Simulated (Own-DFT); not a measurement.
GaP (zincblende, strongly disordered by large displacements), InAs (zincblende, strongly disordered by large displacements) (calculated)

A calculation, not a measurement: plane-wave PBE density functional theory by an unreviewed code, no spin, of a simulated periodic cell, stress positive in tension, free energy of the whole cell less one offset for each atom, forces on such cells passed a denser k mesh, this cell's mesh not checked; broken bonds can close the gap or carry spin, so checks made on this kind of crystal may not hold here; offsets are fitted by least squares, one for each functional and potential file, so energies compare only between cells with the same atoms and settings and are not formation energies; the far tail of each file's local potential was reset to the Coulomb form; each entry is a single point on an unrelaxed cell, so the pressure reflects the starting lattice, mostly measured values (interpolated for alloys), from which strain is counted, and rises with the displacements; printed positions are rounded, which can move forces by about a meV/angstrom; the program, named Own-DFT, is a retired in-house code; no spin-orbit coupling. Program: Own-DFT development build.

Common to all runs: functional PBE; potential files PseudoDojo norm-conserving, scalar-relativistic, standard set; wave cutoff 42 hartree; occupations Fermi-Dirac; smearing width 0.1 eV; k mesh 3 x 3 x 3 centred on Gamma.

(1) GaP (zincblende, strongly disordered by large displacements)

```xyz
64
Lattice="10.9010 0.0000 0.0000 0.0000 10.9010 0.0000 0.0000 0.0000 10.9010" Properties=species:S:1:pos:R:3 GaP
Ga    10.6476    10.8106     0.0281
Ga     0.1673     2.3607     2.6808
Ga     2.7946    10.8584     2.6664
Ga     2.8602     2.8414    10.5430
P      1.3367     1.4268     1.5084
P      1.2580     3.8947     4.1264
P      4.0593     1.7811     4.0348
P      3.9299     3.9682     1.1193
Ga     0.1088     0.1077     5.5644
Ga     0.0601     2.6343     7.9625
Ga     2.5369    10.8727     8.2125
Ga     2.9647     2.7383     5.4976
P      1.7067     1.4822     7.2107
P      1.1510     3.7720     9.4422
P      4.0849     1.1673     9.3794
P      4.0482     3.9343     6.8901
Ga     0.0798     5.3269    10.5891
Ga    10.7209     8.0091     2.6627
Ga     2.8606     5.1319     2.8398
Ga     2.2718     8.4006    10.8897
P      1.1022     6.6363     1.2265
P      1.3585     9.5147     4.2229
P      4.1388     7.0296     4.2595
P      4.1850     9.4171     1.1923
Ga     0.3794     5.1687     5.4068
Ga    10.8621     8.2095     8.1893
Ga     2.9258     5.5788     8.2272
Ga     2.8321     8.0780     5.5162
P      1.3004     6.8455     6.8534
P      1.3362     9.2950     9.4974
P      4.0406     6.5739     9.4025
P      4.0805     9.6655     6.7369
Ga     5.2491    10.7857    10.7841
Ga     5.7328     2.8269     2.6616
Ga     8.6735     0.1466     2.7250
Ga     8.0319     2.7511    10.8956
P      6.8351     1.5651     1.0247
P      6.6907     4.1529     3.9406
P      9.8025     1.1667     4.4037
P      9.7553     4.1532     1.5524
Ga     5.4972     0.1503     5.8886
Ga     5.5604     2.8079     7.7067
Ga     8.3170    10.7638     8.1694
Ga     8.1894     3.1051     5.3675
P      6.7959     1.2808     6.6944
P      7.3584     3.8855     9.5268
P      9.5754     1.3512     9.3823
P      9.5429     3.7593     6.5403
Ga     5.4347     5.3151    10.7705
Ga     5.2944     8.6054     2.6078
Ga     8.2191     5.4149     2.7143
Ga     8.0905     7.8190     0.0822
P      6.9880     7.0319     1.4161
P      6.8945     9.6390     4.1661
P      9.3470     6.9636     3.9795
P      9.3860     9.8843     1.1965
Ga     5.6345     5.3018     5.1074
Ga     5.2071     8.2483     8.2032
Ga     8.1722     5.7016     7.9931
Ga     8.0800     8.4008     5.6418
P      7.0889     6.8413     6.9246
P      6.6857    10.0249     9.4170
P      9.0351     6.9583     9.4764
P      9.8081     9.6663     6.5890
```

It was run with hardware one NVIDIA H100.

It finds free energy of cell above offsets 5.152 eV; pressure 12.37 GPa; stress xx -11.71 GPa; stress yy -10.69 GPa; stress zz -14.72 GPa; stress yz -0.43 GPa; stress xz -0.86 GPa; stress xy 1 GPa; wall time 576.2 s.

Force:
```
element  x (eV/Å)  y (eV/Å)  z (eV/Å)
     Ga         5     3.809    -3.835
     Ga    -5.717     4.515     5.271
     Ga     -0.36     0.501     1.013
     Ga    -1.036    -2.654    -0.255
      P     5.462    -4.716    -6.898
      P     3.387     -2.44    -2.536
      P     2.507     -3.96    -2.539
      P     2.408      1.34     2.148
     Ga     6.159    -0.602     1.759
     Ga    -2.617     -0.59     0.176
     Ga     2.497    -4.319     2.283
     Ga     -3.54     0.175      0.76
      P    -1.877     1.988    -5.654
      P      1.51     2.478    -0.151
      P    -0.069     1.998     0.082
      P    -0.548     4.682    -0.865
     Ga    -2.087      0.69     0.978
     Ga     0.978     1.774    -0.732
     Ga    -0.818     1.487    -0.097
     Ga     4.614    -5.577     6.475
      P     1.859     1.164     0.778
      P     0.689    -0.592    -1.343
      P     2.106    -2.991    -3.396
      P    -5.228     1.946    -2.845
     Ga     -3.64     3.893     2.759
     Ga    -2.111    -0.984    -0.741
     Ga    -5.963    -4.802    -5.348
     Ga    -2.561     2.092     1.313
      P     0.904    -1.346     -0.01
      P    -3.455     5.806    -4.677
      P     4.561     5.615     5.638
      P    -1.979    -1.553      1.14
     Ga     0.682     2.535     1.028
     Ga    -2.773    -2.664    -2.793
     Ga    -3.231     1.331     2.637
     Ga     7.614    -1.265     2.972
      P    -3.418     -4.61     4.836
      P     5.533    -1.657    -2.047
      P    -4.083     5.061    -4.125
      P     -0.49    -1.332    -1.217
     Ga    -4.256    -3.761    -6.426
     Ga     2.552    -1.787     3.822
     Ga     0.759     1.057    -1.293
     Ga    -5.199    -5.011    -4.489
      P     7.225      5.16     2.843
      P    -5.521     6.505    -7.251
      P     0.097     0.166     0.807
      P     5.696      5.27     5.354
     Ga     1.611    -0.002     0.151
     Ga     4.576    -3.718     5.297
     Ga     0.387     0.825    -0.438
     Ga     1.722     7.137    -1.638
      P     -6.51    -4.163     5.443
      P    -1.144     1.576    -0.891
      P     -0.13    -1.057     2.563
      P    -2.408    -7.295     1.264
     Ga    -4.329     5.285     5.747
     Ga     1.591     0.208     0.269
     Ga     3.863    -7.683     3.471
     Ga     1.246    -0.748    -1.471
      P    -7.044      4.06    -5.255
      P     0.448    -4.365    -0.653
      P     6.694    -1.113     -2.65
      P    -2.796    -2.771     3.484
```

(2) InAs (zincblende, strongly disordered by large displacements)

```xyz
64
Lattice="12.1166 0.0000 0.0000 0.0000 12.1166 0.0000 0.0000 0.0000 12.1166" Properties=species:S:1:pos:R:3 InAs
In    11.8898     0.1758    11.8614
In    12.0804     2.8453     3.2952
In     2.4353     0.2497     3.0743
In     3.4755     3.2217     0.1865
As     1.6084     1.5986     1.3102
As     1.0905     4.7116     4.8396
As     4.1714     1.6529     4.5258
As     5.0431     4.6131     1.8893
In     0.3719     0.3538     6.0146
In     0.1844     3.1335     9.0548
In     3.3006     0.1379     9.7135
In     2.8287     3.2937     6.6395
As     1.0358     1.7834     7.5440
As     1.3603     4.2440    10.5959
As     4.2963     1.7884    10.7988
As     4.5417     4.6676     7.4159
In     0.0819     6.0003     0.5188
In    11.9289     9.1859     3.1987
In     3.2974     6.3072     2.8502
In     3.3194     9.7589    11.5899
As     2.0190     7.8996     1.2821
As     1.6660    10.4475     4.8910
As     4.7901     7.4048     4.0695
As     5.0600     9.9508     1.1151
In     0.3819     5.5022     6.7667
In    12.0207     9.2010     9.0648
In     2.9964     5.9061     8.4498
In     3.1174     9.4533     6.2679
As     1.1059     7.4626     7.4293
As     1.1997    10.3299    10.4707
As     4.3455     7.7450    10.3523
As     4.3067    10.1641     8.0005
In     6.1586    12.0123     0.0065
In     5.9877     2.8951     2.9121
In     9.3085     0.1090     2.6398
In     8.8056     2.6827     0.2390
As     7.4422     1.7250     1.6848
As     7.2694     4.4688     4.6144
As    10.3750     1.3051     4.6094
As    10.7789     4.4569     1.5769
In     6.0987     0.3535     5.8610
In     6.3251     3.3357     8.9828
In     9.0732     0.6609     8.5879
In     8.9618     3.3163     6.0129
As     7.8215     1.7233     7.0866
As     8.1524     4.7554    10.9656
As    10.4520     1.6019    10.5055
As    10.6229     4.5194     7.3514
In     6.2254     6.3946     0.9339
In     6.1195     9.0637     3.3828
In     9.3013     5.8632     3.5102
In     8.8439     8.9924    11.8518
As     7.7232     7.9171     1.5893
As     7.8403    10.7936     4.4922
As    10.8569     7.5221     4.2347
As    10.4116    10.1775     1.6857
In     6.3516     6.1630     6.0154
In     5.8521     9.4132     9.5326
In     8.2812     5.2786     8.7909
In     8.6120     8.8869     6.5682
As     6.8441     7.9605     8.1242
As     7.4486    10.6130    10.5338
As    10.5199     7.8941    10.6064
As    10.4882    10.0254     7.6638
```

It was run with hardware one NVIDIA H200.

It finds free energy of cell above offsets 19.627 eV; pressure 12.72 GPa; stress xx -12.22 GPa; stress yy -12.89 GPa; stress zz -13.04 GPa; stress yz -1.71 GPa; stress xz -1.72 GPa; stress xy -2.29 GPa; wall time 1261 s.

Force:
```
element  x (eV/Å)  y (eV/Å)  z (eV/Å)
     In     1.076    -2.139     1.298
     In     0.103      0.26    -0.317
     In     1.461    -1.937     1.755
     In    -2.505     3.406     2.784
     As    -1.516     1.148     -1.26
     As      3.45    -2.034    -5.968
     As     0.348     0.396     0.471
     As     -4.72     1.784    -2.451
     In    -2.593    -4.226    -3.646
     In    -5.369     0.802     1.403
     In     -3.42    -4.325    -3.556
     In    -1.421    -1.914     -3.03
     As      4.48    -1.353     0.794
     As       3.3     3.717     3.735
     As     5.839     0.435    -1.333
     As     5.701    -1.299    -1.082
     In     1.989      2.66    -2.329
     In      4.55     1.895    -0.879
     In    -4.605    -2.569    -2.013
     In    -1.151    -1.048     0.253
     As    -1.494    -0.284     0.114
     As    -3.829     2.563    -4.038
     As     0.695    -0.382     6.174
     As     0.661     0.887     1.352
     In     0.036     0.455     0.592
     In     0.473    -4.104    -0.613
     In    -3.247      3.72     4.252
     In     0.618    -4.503    -0.969
     As     2.932     5.671      1.55
     As     2.223     4.391     3.329
     As    -1.281    -3.276     1.198
     As     0.218     4.556     0.843
     In    -0.974     1.292     0.831
     In    -1.354    -2.132     5.707
     In    -0.449     -0.38     0.448
     In     4.338     3.113    -3.895
     As    -0.052    -5.809     0.398
     As     1.323     -0.56    -1.886
     As     0.637     0.557     0.502
     As    -2.659    -2.335     1.574
     In    -0.927    -1.709    -0.897
     In    -0.843    -0.905     0.717
     In      2.84    -4.506      3.51
     In     3.126     2.021    -2.968
     As    -5.582    -0.719     0.558
     As    -1.479    -0.523     4.641
     As    -0.722     1.292    -0.388
     As    -5.009    -1.657      3.18
     In    -1.355    -1.118    -3.944
     In     2.975      4.22    -0.949
     In    -1.058    -0.864    -1.822
     In     0.125     1.146     0.154
     As     2.691      1.46     3.016
     As    -0.911    -0.474     0.903
     As     -1.37    -2.551     4.218
     As    -0.798     2.079    -2.799
     In    -1.598       2.4     1.549
     In    -1.412     0.534     2.354
     In     1.563     2.834    -4.758
     In     0.118     0.107    -1.788
     As     2.548    -5.416    -3.783
     As     4.246     3.936     0.262
     As     1.376    -3.007    -0.164
     As    -2.358      4.32    -2.894
```

(3) InAs (zincblende, strongly disordered by large displacements)

```xyz
64
Lattice="12.1166 0.0000 0.0000 0.0000 12.1166 0.0000 0.0000 0.0000 12.1166" Properties=species:S:1:pos:R:3 InAs
In    11.9624    11.7868     0.3793
In     0.0107     3.4118     2.6842
In     2.3611     0.5823     3.3779
In     3.8492     3.2906     0.3847
As     1.9039     1.9779     1.4627
As     1.2339     4.0818     4.4294
As     4.5330     0.8413     3.8321
As     4.7684     4.7886     1.6956
In    12.0912    12.0395     6.2565
In    11.0987     3.3953     9.1912
In     2.8362     0.4029     8.6563
In     3.1128     2.3312     6.2420
As     0.8549     2.0582     7.2773
As     2.1536     4.3061    11.4591
As     4.2796     2.1991    10.6001
As     4.9140     4.2972     7.0767
In     0.6647     6.1411    12.0802
In    12.0184     9.4286     3.2290
In     2.8939     5.7289     2.9749
In     2.6377     8.9810    11.7382
As     1.0854     8.2629     1.7427
As     1.6499     9.5552     4.6090
As     4.3881     8.5500     4.5091
As     5.0103    10.4919     1.4782
In     0.3834     5.6862     6.1173
In     0.0866     9.2245     9.1093
In     2.6529     6.5158     9.5591
In     3.4268     9.0561     6.4115
As     1.7754     7.9122     7.3890
As     1.7105    10.7727    10.4414
As     4.5300     7.6404    10.4580
As     4.3208    10.7309     7.7503
In     5.9597    11.8226    12.0720
In     6.4745     3.2806     3.2300
In     8.6439     0.2440     2.7960
In     9.2604     2.5021     0.5225
As     7.3632     2.1149     1.5930
As     7.7230     4.8534     4.7711
As    10.7641     1.3336     4.7485
As    10.3715     4.9112     0.5779
In     6.1472    12.0349     5.3180
In     6.1832     2.8254     8.8891
In     8.6620    11.5970     9.1885
In     9.3033     2.6689     5.9514
As     7.5449     1.4786     7.7668
As     6.9275     4.3136    10.8969
As    10.6110     2.0258    10.9244
As    10.2651     4.6285     6.9672
In     5.8669     5.9418     0.1441
In     6.1097     9.0297     3.0230
In     9.3858     5.9798     3.2023
In     9.1173     9.0492     0.5806
As     7.5806     7.0278     1.0910
As     7.9497    10.6738     4.9364
As    10.4601     7.9676     4.7372
As    10.2738    10.9262     1.5619
In     5.8634     5.8501     5.5807
In     5.4770     9.6016     9.2926
In     9.0300     5.9775     9.9224
In     9.4489     9.2416     6.2687
As     6.8272     7.8967     7.4032
As     7.2066    10.7471    10.6185
As    10.1501     7.6282    11.3221
As    10.0839    10.7324     7.7485
```

It was run with hardware one NVIDIA H200.

Results for InAs (zincblende, strongly disordered by large displacements): free energy of cell above offsets 26.580 eV; pressure 13.34 GPa; stress xx -15 GPa; stress yy -10.32 GPa; stress zz -14.71 GPa; stress yz -3.25 GPa; stress xz 3.65 GPa; stress xy 0.76 GPa; wall time 1280 s.

Force:
```
element  x (eV/Å)  y (eV/Å)  z (eV/Å)
     In     4.903      2.84    -3.941
     In     -3.79    -1.563    -4.266
     In    -4.495    -2.465     0.689
     In     1.047    -3.971     2.622
     As    -2.079    -0.459    -1.542
     As      4.16     1.341     3.128
     As     3.853     2.234     0.189
     As     1.236     0.648     7.397
     In     0.639    -2.274     0.335
     In     1.112     2.412    -3.129
     In    -0.997      1.32     1.212
     In     1.785     1.038    -1.182
     As    -0.156     0.198     1.822
     As    -4.399     2.098    -4.471
     As     1.193    -4.373    -4.576
     As    -2.548    -1.698     1.772
     In    -1.455     1.508     0.938
     In    -6.985     2.471     0.206
     In      -1.7     1.524     1.179
     In     1.148    -1.064     2.213
     As     3.792    -4.081    -4.345
     As     3.326      2.38      2.58
     As     0.057    -3.692    -3.608
     As    -3.995    -1.076     1.827
     In    -0.322     2.022     0.664
     In    -1.105    -0.276    -0.021
     In    -1.819    -2.045    -1.262
     In     0.863     1.553     2.137
     As    -4.966    -4.142     2.497
     As    -1.677     2.407    -0.154
     As     1.713    -0.187     2.251
     As    -0.156     4.992    -2.552
     In    -1.648     6.395     0.718
     In    -3.063     2.599     4.103
     In     0.043     0.003     2.312
     In     1.408     2.658     0.388
     As    -2.412    -4.809     -2.63
     As     3.919    -2.516    -0.769
     As     0.566    -0.723    -4.363
     As     0.581     0.498     1.905
     In    -1.361      1.14     3.156
     In    -2.882     3.387     2.408
     In    -0.093     4.972     0.059
     In    -3.223    -0.019     1.198
     As     3.221    -3.392    -3.596
     As     2.418    -1.468    -1.695
     As     2.103    -5.061    -0.694
     As      0.43     2.405     2.458
     In    -2.018     2.828    -5.083
     In     4.195    -0.566    -0.838
     In     0.381     0.586    -1.521
     In    -3.561     2.083     1.441
     As      3.76     3.165     3.896
     As     0.804    -1.137    -3.048
     As     2.569    -3.965    -3.318
     As    -2.135     -1.14      3.23
     In    -2.657     4.683     0.752
     In     2.536    -2.801     1.369
     In    -1.741    -1.378    -1.414
     In    -3.981    -2.876     0.457
     As     0.692    -0.071    -0.036
     As     1.629    -4.506     0.961
     As     4.464    -2.012    -3.214
     As     6.873     1.419     0.799
```
